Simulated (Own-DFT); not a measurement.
# Misfit strain and the stress it brings: grey tin, 64 atoms (Sn64)

Calculated, not measured: single-point runs of Own-DFT, a retired in-house plane-wave DFT program that no person has reviewed, on unrelaxed cells, without spin or spin-orbit coupling.

Common settings: PBE; PseudoDojo norm-conserving scalar-relativistic files; cutoff 42 hartree; 3 x 3 x 3 k mesh centred on Gamma; cold (Marzari-Vanderbilt) smearing of 0.2 eV.

Keep in mind: forces on such cells moved up to 12 meV/angstrom on a denser k mesh; stress not checked against mesh or cutoff.

Unstrained cell vectors in Å: (12.978, 0.000, 0.000); (0.000, 12.978, 0.000); (0.000, 0.000, 12.978). The unstrained cell has measured lattice constants (interpolated for alloys), not those of this functional. That, the random moves and any unrelaxed bonds set the pressure at no strain. Each run strains x and y alike by e, as a substrate would, and holds the height along z. Each coordinate of each atom was shifted by a normal deviate of width 0.05 Å. Stress is positive in tension.

```
e (%)  u (Å)  (s_xx + s_yy)/2 (GPa)  s_zz (GPa)
-2.50  0.053                  -6.92       -6.18
-2.50  0.048                  -6.76       -6.05
-2.00  0.046                  -6.07       -5.56
-2.00  0.047                  -6.09       -5.54
-1.50  0.047                  -5.50       -4.97
-1.50  0.047                  -5.40       -4.94
-1.00  0.051                  -4.90       -4.63
-1.00  0.048                  -4.79       -4.49
-0.50  0.051                  -4.21       -4.10
-0.50  0.052                  -4.29       -4.18
 0.25  0.052                      ?           ?
 0.75  0.054                  -2.85       -3.03
 0.75  0.045                  -2.70       -2.95
```

## Worked fit

With e as a fraction, the in-plane stress is -3.6 + 116 e - 431 e² GPa (errors 4 and 189, scatter 0.07), and s_zz is -3.6 + 87 e - 457 e² GPa (slope ± 4, scatter 0.07). At e = 0 the first slope is C11 + C12 and the second 2 C12, both with the ions held to the strained lattice and at the cell's own pressure. A free layer would change its height as e changes, and the in-plane slope would drop by 2 C12²/C11 to the biaxial modulus. At fixed height, a misfit of 1 % moves the in-plane stress by about 1.2 GPa and s_zz by 0.9 GPa.

## Prediction

The question: what are the two stresses at e = 0.25 %?

From the fit: -3.3 and -3.4 GPa. The run itself gave -3.41 and -3.44 GPa.
